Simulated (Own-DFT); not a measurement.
# Computed records: SiC (2H silicon carbide, strained, atoms displaced)

All values are calculated (Own-DFT development build). A calculation, not a measurement: plane-wave PBE density functional theory by an unreviewed code, no spin, of a simulated periodic cell, stress positive in tension, free energy of the whole cell less one offset for each atom, forces on such cells passed a denser k mesh, this cell's mesh not checked; offsets are fitted by least squares, one for each functional and potential file, so energies compare only between cells with the same atoms and settings and are not formation energies; the far tail of each file's local potential was reset to the Coulomb form; each entry is a single point on an unrelaxed cell, so the pressure reflects the starting lattice, mostly measured values (interpolated for alloys), from which strain is counted, and rises with the displacements; printed positions are rounded, which can move forces by about a meV/angstrom; the program, named Own-DFT, is a retired in-house code; no spin-orbit coupling.

Common to all runs: functional PBE; potential files PseudoDojo norm-conserving, scalar-relativistic, standard set; wave cutoff 42 hartree; occupations Fermi-Dirac; smearing width 0.1 eV; hardware one NVIDIA H100; k mesh 4 x 4 x 3 centred on Gamma.

```json
{"entry": 1, "formula": "SiC", "kind": "2H silicon carbide, strained, atoms displaced", "structure": {"cell_angstrom": [[9.3406, 0.0983, 0.0942], [-4.5852, 7.8915, 0.0005], [0.1026, 0.0598, 10.0802]], "atoms_fractional": [["Si", 0.99383, 0.99314, 0.99766], ["Si", 0.11954, 0.22097, 0.2442], ["C", 0.00185, 0.98796, 0.19333], ["C", 0.11687, 0.22783, 0.43248], ["Si", 0.99509, 0.99151, 0.50644], ["Si", 0.11581, 0.22428, 0.74478], ["C", 0.99823, 0.00133, 0.68875], ["C", 0.10924, 0.22521, 0.93557], ["Si", 0.99725, 0.32219, 0.99872], ["Si", 0.10419, 0.54896, 0.24831], ["C", 0.99207, 0.32023, 0.18325], ["C", 0.11408, 0.55957, 0.43377], ["Si", 0.01256, 0.34516, 0.4928], ["Si", 0.11659, 0.55011, 0.7486], ["C", 0.00578, 0.33147, 0.68263], ["C", 0.12162, 0.55782, 0.93883], ["Si", 0.9997, 0.65568, 8e-05], ["Si", 0.1132, 0.89359, 0.25161], ["C", 0.99904, 0.65699, 0.18989], ["C", 0.11273, 0.88978, 0.43658], ["Si", 0.99948, 0.68305, 0.49997], ["Si", 0.1082, 0.88936, 0.7511], ["C", 0.99834, 0.66926, 0.68588], ["C", 0.10997, 0.89624, 0.93131], ["Si", 0.32022, 0.99335, 0.00303], ["Si", 0.45115, 0.22523, 0.25118], ["C", 0.33255, 0.99522, 0.18963], ["C", 0.44748, 0.22597, 0.42963], ["Si", 0.33121, 0.99679, 0.5051], ["Si", 0.45295, 0.22379, 0.75771], ["C", 0.33409, 0.99798, 0.6851], ["C", 0.43929, 0.22148, 0.9339], ["Si", 0.33238, 0.33602, 0.99728], ["Si", 0.43445, 0.54456, 0.24285], ["C", 0.32292, 0.33312, 0.1941], ["C", 0.4475, 0.54945, 0.43295], ["Si", 0.32436, 0.33546, 0.49526], ["Si", 0.4416, 0.55098, 0.74329], ["C", 0.33062, 0.32853, 0.68601], ["C", 0.4419, 0.55974, 0.94315], ["Si", 0.3347, 0.67406, 0.9956], ["Si", 0.45121, 0.89214, 0.24749], ["C", 0.33144, 0.66744, 0.18263], ["C", 0.44146, 0.88528, 0.44237], ["Si", 0.32855, 0.66664, 0.50138], ["Si", 0.44062, 0.89525, 0.75663], ["C", 0.34397, 0.6639, 0.67865], ["C", 0.4493, 0.88477, 0.92826], ["Si", 0.66513, 0.0077, 0.99962], ["Si", 0.7832, 0.22929, 0.24852], ["C", 0.6553, 0.99226, 0.18313], ["C", 0.77064, 0.22516, 0.43459], ["Si", 0.66592, 0.00799, 0.5092], ["Si", 0.77091, 0.21872, 0.76296], ["C", 0.66441, 0.98961, 0.6853], ["C", 0.77181, 0.22274, 0.94088], ["Si", 0.65924, 0.32049, 0.00416], ["Si", 0.77888, 0.55848, 0.24862], ["C", 0.67155, 0.34753, 0.18314], ["C", 0.77204, 0.55176, 0.43686], ["Si", 0.66263, 0.32798, 0.5058], ["Si", 0.77514, 0.55371, 0.74757], ["C", 0.66349, 0.33482, 0.68107], ["C", 0.77311, 0.55352, 0.9248], ["Si", 0.66393, 0.67142, 0.99697], ["Si", 0.77824, 0.88473, 0.24126], ["C", 0.67231, 0.66619, 0.18184], ["C", 0.77939, 0.88258, 0.44091], ["Si", 0.65877, 0.66493, 0.50355], ["Si", 0.7686, 0.88387, 0.75241], ["C", 0.67108, 0.66012, 0.68355], ["C", 0.76894, 0.894, 0.93877]]}, "results": {"free_energy_of_cell_above_offsets [eV]": "-5.410", "pressure [GPa]": 5.01, "stress_xx [GPa]": 0.06, "stress_yy [GPa]": -6.52, "stress_zz [GPa]": -8.56, "stress_yz [GPa]": 2.4, "stress_xz [GPa]": 2.98, "stress_xy [GPa]": 4.61, "force_element": ["Si", "Si", "C", "C", "Si", "Si", "C", "C", "Si", "Si", "C", "C", "Si", "Si", "C", "C", "Si", "Si", "C", "C", "Si", "Si", "C", "C", "Si", "Si", "C", "C", "Si", "Si", "C", "C", "Si", "Si", "C", "C", "Si", "Si", "C", "C", "Si", "Si", "C", "C", "Si", "Si", "C", "C", "Si", "Si", "C", "C", "Si", "Si", "C", "C", "Si", "Si", "C", "C", "Si", "Si", "C", "C", "Si", "Si", "C", "C", "Si", "Si", "C", "C"], "force_x [eV/angstrom]": [-0.435, -3.258, -2.043, -1.039, -0.528, -0.603, -0.096, 1.364, -0.977, 1.648, 1.118, -0.77, -1.664, -0.62, -1.518, -1.275, -1.465, 1.841, -0.973, 0.067, 0.537, 0.28, 0.966, 0.79, 1.168, -0.832, -0.267, -0.389, 0.168, -1.806, -0.893, 0.869, -0.668, 0.716, 3.664, -1.751, 2.545, 1.21, 0.973, 0.887, 0.604, -1.804, -0.059, 0.548, 1.372, 1.653, -2.335, -1.671, -0.328, -1.603, 2.317, 2.185, 0.838, 1.071, -1.664, 1.506, -1.881, 0.105, 0.35, 0.464, -0.889, 1.165, 1.127, 0.585, 0.644, -0.682, -1.392, -1.312, 1.124, 1.528, -2.124, 1.616], "force_y [eV/angstrom]": [0.993, -1.902, 2.044, -1.561, 1.5, -0.588, -0.639, -1.394, 2.09, 0.362, 0.924, 1.02, -2.068, 1.062, -0.04, -1.166, 0.965, -2.339, 1.55, 1.864, -4.061, -0.015, -0.449, -1.922, 0.566, -0.206, 1.123, -0.882, 0.971, -0.381, 0.688, -0.518, -0.064, 3.371, -0.92, 1.488, -0.755, 0.163, 0.072, -0.361, -1.327, -1.975, -0.249, 1.209, -0.577, -1.759, 0.785, 2.046, -2.1, -1.666, 2.215, -0.016, -1.511, 0.265, 1.932, 0.36, 3.08, 0.554, -2.601, 0.908, 1.146, 0.11, -0.979, -0.276, -1.256, 0.178, -0.494, 1.479, -0.671, -0.105, 0.728, -0.018], "force_z [eV/angstrom]": [0.449, 1.566, -2.272, 0.227, -1.624, 0.598, 0.727, -0.203, 0.098, -0.158, 0.448, 0.321, 0.782, -0.599, 0.816, -0.805, -0.671, 0.343, -0.794, 0.226, -0.156, -1.201, 0.503, 1.691, -0.83, -0.86, -0.564, 2.668, -2.141, -3.173, 1.703, 2.574, 0.646, 1.208, -3.168, 0.036, 0.397, 1.199, -0.007, -1.741, 1.161, 1.678, 0.584, -0.939, -1.993, -3.803, 2.352, 3.044, 0.195, 0.339, 0.266, 0.45, -3.033, -4.156, 2.525, 0.261, -1.192, 0.887, 0.546, 0.398, -3.004, -1.125, 3.184, 3.144, -0.164, 2.175, 0.095, -0.842, -1.791, -0.68, 1.391, -0.212], "wall_time [s]": 351.2}}
{"entry": 2, "formula": "SiC", "kind": "2H silicon carbide, strained, atoms displaced", "structure": {"cell_angstrom": [[9.39, -0.0244, 0.1081], [-4.7161, 8.1731, -0.1749], [0.1177, -0.1519, 10.1713]], "atoms_fractional": [["Si", 0.00134, 0.99831, 0.9978], ["Si", 0.11257, 0.23066, 0.25904], ["C", 0.00473, 0.00134, 0.18596], ["C", 0.11874, 0.22569, 0.4368], ["Si", 0.005, 0.99986, 0.49801], ["Si", 0.11439, 0.23286, 0.75138], ["C", 0.01208, 0.00392, 0.68377], ["C", 0.10949, 0.22947, 0.93937], ["Si", 0.99583, 0.3321, 0.99545], ["Si", 0.11437, 0.54729, 0.24093], ["C", 0.99614, 0.33782, 0.18643], ["C", 0.11606, 0.55799, 0.43974], ["Si", 0.00367, 0.32908, 0.5019], ["Si", 0.11107, 0.54562, 0.74735], ["C", 0.00216, 0.3269, 0.68579], ["C", 0.11446, 0.5555, 0.93777], ["Si", 0.99845, 0.67845, 0.00553], ["Si", 0.10939, 0.89464, 0.249], ["C", 0.99932, 0.67174, 0.18327], ["C", 0.11394, 0.89023, 0.43837], ["Si", 0.00556, 0.66508, 0.49441], ["Si", 0.10429, 0.89318, 0.75256], ["C", 0.00255, 0.66845, 0.68717], ["C", 0.10427, 0.88019, 0.94034], ["Si", 0.3332, 0.99459, 0.99627], ["Si", 0.44191, 0.2306, 0.2554], ["C", 0.34462, 0.00449, 0.18518], ["C", 0.44726, 0.22447, 0.42849], ["Si", 0.32772, 0.9839, 0.50683], ["Si", 0.44246, 0.21822, 0.75033], ["C", 0.33503, 0.99537, 0.67951], ["C", 0.4318, 0.221, 0.9303], ["Si", 0.33997, 0.3418, 0.00197], ["Si", 0.44801, 0.55718, 0.25315], ["C", 0.335, 0.33158, 0.18255], ["C", 0.45654, 0.55546, 0.43327], ["Si", 0.33742, 0.33433, 0.50138], ["Si", 0.44841, 0.54652, 0.75334], ["C", 0.31887, 0.3286, 0.68808], ["C", 0.44582, 0.57047, 0.9361], ["Si", 0.33887, 0.66289, 0.00205], ["Si", 0.43284, 0.87966, 0.25459], ["C", 0.32889, 0.66731, 0.18855], ["C", 0.43917, 0.88323, 0.42711], ["Si", 0.33201, 0.66373, 0.49263], ["Si", 0.43806, 0.87821, 0.75362], ["C", 0.32948, 0.67088, 0.6954], ["C", 0.44464, 0.87742, 0.93546], ["Si", 0.67378, 0.00531, 0.99763], ["Si", 0.78517, 0.2204, 0.24032], ["C", 0.67164, 0.99699, 0.18004], ["C", 0.78179, 0.22532, 0.43751], ["Si", 0.66553, 0.01, 0.51005], ["Si", 0.78045, 0.22897, 0.74439], ["C", 0.6584, 0.98967, 0.68596], ["C", 0.77163, 0.21747, 0.94202], ["Si", 0.66827, 0.32714, 0.99449], ["Si", 0.77735, 0.56012, 0.24564], ["C", 0.66301, 0.33441, 0.18701], ["C", 0.78, 0.56104, 0.43229], ["Si", 0.66701, 0.33304, 0.4971], ["Si", 0.78501, 0.5642, 0.75252], ["C", 0.65606, 0.33599, 0.69376], ["C", 0.78139, 0.55552, 0.93033], ["Si", 0.66832, 0.66155, 0.99804], ["Si", 0.78237, 0.88429, 0.25408], ["C", 0.66228, 0.66729, 0.18213], ["C", 0.78497, 0.87914, 0.43273], ["Si", 0.66168, 0.66132, 0.50241], ["Si", 0.78537, 0.89125, 0.75142], ["C", 0.67368, 0.67365, 0.69325], ["C", 0.77403, 0.88661, 0.93142]]}, "results": {"free_energy_of_cell_above_offsets [eV]": "-5.118", "pressure [GPa]": -3.59, "stress_xx [GPa]": 5.69, "stress_yy [GPa]": 7.35, "stress_zz [GPa]": -2.27, "stress_yz [GPa]": -4.35, "stress_xz [GPa]": 3.7, "stress_xy [GPa]": -1.1, "force_element": ["Si", "Si", "C", "C", "Si", "Si", "C", "C", "Si", "Si", "C", "C", "Si", "Si", "C", "C", "Si", "Si", "C", "C", "Si", "Si", "C", "C", "Si", "Si", "C", "C", "Si", "Si", "C", "C", "Si", "Si", "C", "C", "Si", "Si", "C", "C", "Si", "Si", "C", "C", "Si", "Si", "C", "C", "Si", "Si", "C", "C", "Si", "Si", "C", "C", "Si", "Si", "C", "C", "Si", "Si", "C", "C", "Si", "Si", "C", "C", "Si", "Si", "C", "C"], "force_x [eV/angstrom]": [-0.964, 0.481, -0.883, -0.34, -0.261, -0.232, -2.139, 1.219, -0.036, -2.302, 1.944, 0.188, -0.796, -1.079, -1.311, -0.816, 1.412, 1.91, 0.439, 0.305, -1.697, 2.47, 0.228, 0.36, 0.002, 1.693, -1.619, -0.134, -0.375, -1.308, -0.342, 1.876, -1.316, -0.292, -1.116, -2.379, 0.323, -1.584, 3.2, 3.471, -3.021, 1.08, 1.644, 0.894, 0.949, -0.032, 1.732, -0.637, -0.696, -2.783, -0.203, 0.325, 0.966, -0.943, 0.661, 1.282, -2.331, 0.149, 0.81, 0.624, -0.45, -0.171, 2.137, -0.224, -0.916, -0.953, 0.93, -1.471, 2.086, -0.75, -0.318, 1.43], "force_y [eV/angstrom]": [0.867, -1.014, 0.691, -0.421, -0.329, -2.578, 0.674, -1.001, 1.128, 2.131, -1.169, -1.7, 0.9, 2.107, 0.489, -0.252, -2.885, -0.15, -0.33, -0.517, 0.595, -1.256, -0.545, 2.398, 0.372, -1.366, -0.343, -0.676, 1.712, -0.506, 0.177, -0.518, -0.316, -0.209, 0.996, -0.691, -0.094, 2.046, 1.197, -3.28, 1.275, 2.373, -1.042, 0.243, 0.679, 1.66, -2.663, 1.761, -2.12, -0.582, -0.257, -0.434, -1.691, -1.512, 1.432, 0.534, 1.25, -0.65, 0.085, -1.011, 0.92, -0.6, 0.508, -0.414, 1.107, 0.91, -0.194, 1.193, 1.58, 0.515, -1.537, 0.348], "force_z [eV/angstrom]": [0.274, -3.047, 0.504, 1.086, -0.102, 0.843, 0.764, -0.288, 0.667, 1.526, -0.526, -1.337, -0.915, 0.937, 0.008, 0.271, -1.564, -0.095, 1.613, -0.436, 0.794, -0.645, -0.321, -1.084, 0.631, -2.968, 0.323, 3.74, -3.39, -0.999, 3.665, 1.254, -1.032, -1.684, 1.732, 1.288, -0.498, -0.69, -0.524, 0.249, -0.011, -3.141, -0.179, 3.698, 1.632, -0.411, -2.52, 0.82, 0.021, 1.419, 1.754, 0.105, -3.232, 0.872, 1.508, -2.015, 1.054, -0.032, -0.512, 0.93, -0.211, -1.643, -1.487, 2.135, -0.59, -1.946, 0.619, 2.036, 0.112, -1.177, -1.004, 1.371], "wall_time [s]": 355.5}}
{"entry": 3, "formula": "SiC", "kind": "2H silicon carbide, strained, atoms displaced", "structure": {"cell_angstrom": [[9.2961, 0.1022, 0.1688], [-4.5595, 7.9886, -0.1829], [0.1837, -0.1238, 9.973]], "atoms_fractional": [["Si", 0.00762, 0.99829, 0.99769], ["Si", 0.10578, 0.21536, 0.24937], ["C", 0.0196, 0.01218, 0.19068], ["C", 0.1158, 0.22745, 0.42822], ["Si", 0.98497, 0.99909, 0.50093], ["Si", 0.10453, 0.23296, 0.75716], ["C", 0.00094, 0.00249, 0.67735], ["C", 0.10348, 0.22141, 0.94295], ["Si", 0.99838, 0.33176, 0.99348], ["Si", 0.09706, 0.54842, 0.24571], ["C", 0.00141, 0.33353, 0.19503], ["C", 0.11687, 0.55417, 0.43507], ["Si", 0.00664, 0.33058, 0.49786], ["Si", 0.11512, 0.54698, 0.75033], ["C", 0.00738, 0.3419, 0.68551], ["C", 0.11289, 0.55899, 0.93661], ["Si", 0.0026, 0.66165, 0.99767], ["Si", 0.11533, 0.88553, 0.24178], ["C", 0.99886, 0.66254, 0.19049], ["C", 0.11184, 0.89663, 0.43897], ["Si", 0.99787, 0.66622, 0.4966], ["Si", 0.09998, 0.88619, 0.74403], ["C", 0.00079, 0.66912, 0.68181], ["C", 0.10323, 0.8837, 0.93024], ["Si", 0.33168, 0.99033, 0.0021], ["Si", 0.439, 0.21595, 0.24138], ["C", 0.32876, 0.99679, 0.18482], ["C", 0.44942, 0.2239, 0.44745], ["Si", 0.33219, 0.0051, 0.49851], ["Si", 0.43629, 0.21438, 0.74882], ["C", 0.32531, 0.99762, 0.68936], ["C", 0.4422, 0.22384, 0.94165], ["Si", 0.34156, 0.33721, 0.00304], ["Si", 0.45684, 0.56605, 0.25368], ["C", 0.34076, 0.34954, 0.18929], ["C", 0.45038, 0.56541, 0.4337], ["Si", 0.32754, 0.32686, 0.49771], ["Si", 0.44569, 0.56048, 0.74252], ["C", 0.33587, 0.33354, 0.69341], ["C", 0.44649, 0.56019, 0.94376], ["Si", 0.33431, 0.67157, 0.00192], ["Si", 0.44785, 0.88254, 0.24979], ["C", 0.33654, 0.66842, 0.19344], ["C", 0.44575, 0.89828, 0.43048], ["Si", 0.33155, 0.66835, 0.49794], ["Si", 0.43917, 0.88682, 0.73922], ["C", 0.32355, 0.65854, 0.67573], ["C", 0.44798, 0.89387, 0.93891], ["Si", 0.67715, 0.00624, 0.0015], ["Si", 0.77466, 0.22469, 0.24309], ["C", 0.65778, 0.00408, 0.18338], ["C", 0.78023, 0.21635, 0.43943], ["Si", 0.67712, 0.99819, 0.49943], ["Si", 0.78071, 0.2201, 0.74928], ["C", 0.6694, 0.01367, 0.68216], ["C", 0.77534, 0.20648, 0.93317], ["Si", 0.6568, 0.33765, 0.99746], ["Si", 0.78285, 0.56257, 0.26085], ["C", 0.66989, 0.33856, 0.19461], ["C", 0.78055, 0.56102, 0.43598], ["Si", 0.65697, 0.33308, 0.49971], ["Si", 0.76979, 0.55863, 0.75412], ["C", 0.67548, 0.34099, 0.6765], ["C", 0.77575, 0.55788, 0.93528], ["Si", 0.66445, 0.66786, 0.01188], ["Si", 0.77357, 0.87886, 0.24568], ["C", 0.66819, 0.65339, 0.18783], ["C", 0.77393, 0.88327, 0.43187], ["Si", 0.65227, 0.6708, 0.49874], ["Si", 0.78238, 0.89424, 0.74221], ["C", 0.66147, 0.67325, 0.6871], ["C", 0.78301, 0.89061, 0.93336]]}, "results": {"free_energy_of_cell_above_offsets [eV]": "-3.902", "pressure [GPa]": 6.01, "stress_xx [GPa]": -1.19, "stress_yy [GPa]": -3.45, "stress_zz [GPa]": -13.39, "stress_yz [GPa]": -4.96, "stress_xz [GPa]": 5.59, "stress_xy [GPa]": 4.9, "force_element": ["Si", "Si", "C", "C", "Si", "Si", "C", "C", "Si", "Si", "C", "C", "Si", "Si", "C", "C", "Si", "Si", "C", "C", "Si", "Si", "C", "C", "Si", "Si", "C", "C", "Si", "Si", "C", "C", "Si", "Si", "C", "C", "Si", "Si", "C", "C", "Si", "Si", "C", "C", "Si", "Si", "C", "C", "Si", "Si", "C", "C", "Si", "Si", "C", "C", "Si", "Si", "C", "C", "Si", "Si", "C", "C", "Si", "Si", "C", "C", "Si", "Si", "C", "C"], "force_x [eV/angstrom]": [-2.248, 0.738, -1.783, 0.378, 2.689, 2.67, -1.094, 2.65, -1.279, 3.081, -0.924, -1.325, -2.136, -2.411, -0.741, 1.479, -2.56, -0.764, -0.807, 0.006, 0.635, 1.267, -0.412, 2.138, -1.481, 0.064, 1.333, -1.84, -0.171, 1.201, 0.306, 0.731, -2.55, -1.816, 0.182, -0.868, 0.348, -0.366, -1.526, 0.229, 0.505, -1.943, -0.642, 1.28, -0.637, 0.242, 1.32, 1.192, -1.126, 1.06, 2.516, -0.309, -3.472, -1.124, 0.706, -0.967, 2.254, 0.448, -0.921, -1.003, 3.165, 1.308, -0.968, 0.493, 0.167, 0.197, -0.495, 0.43, 3.349, -1.024, 0.637, 0.342], "force_y [eV/angstrom]": [0.749, 3.964, -4.339, -1.626, 0.601, -1.475, 0.858, -0.208, 0.488, 1.07, -1.318, -0.074, 1.264, 3.12, -2.372, -1.252, 0.883, 0.63, 0.622, -0.938, 0.575, -0.013, -1.204, -0.319, 1.516, 1.803, -0.413, -0.524, -0.669, 1.541, -0.439, -1.558, 0.775, -1.265, -2.426, -1.839, 1.262, -0.519, 0.017, -0.252, 0.04, 1.334, -0.928, -1.124, 0.798, 0.389, 1.136, -1.133, -2.446, -0.192, -0.888, 0.995, 1.427, 2.261, -3.207, 3.939, -0.467, -1.609, -0.22, -0.455, 0.791, 0.112, -0.926, -0.423, 0.433, 2.197, 2.388, -0.06, -0.466, 0.15, -0.098, -0.443], "force_z [eV/angstrom]": [0.605, -0.651, -1.904, 2.446, -2.625, -1.136, 2.761, -0.674, 2.232, 1.75, -2.547, 0.035, -0.769, -0.683, 0.134, 0.016, -0.037, 2.441, -1.459, -0.929, 0.095, -0.347, 1.509, 1.054, -1.479, 1.733, 0.446, -2.656, 0.179, 0.176, -0.505, -0.892, -0.144, -1.144, 0.406, 1.298, 0.507, 1.785, -0.9, -1.302, 0.346, -0.528, -1.208, 2.377, -2.471, 1.431, 2.648, -1.409, -1.035, 2.081, 0.716, -0.776, -1.329, -0.891, 0.541, 0.314, 0.627, -2.27, -1.593, 2.285, -1.271, -2.394, 3.902, 1.501, -3.878, -0.543, 1.279, 0.225, 0.523, 1.183, -0.461, 1.254], "wall_time [s]": 341.7}}
```
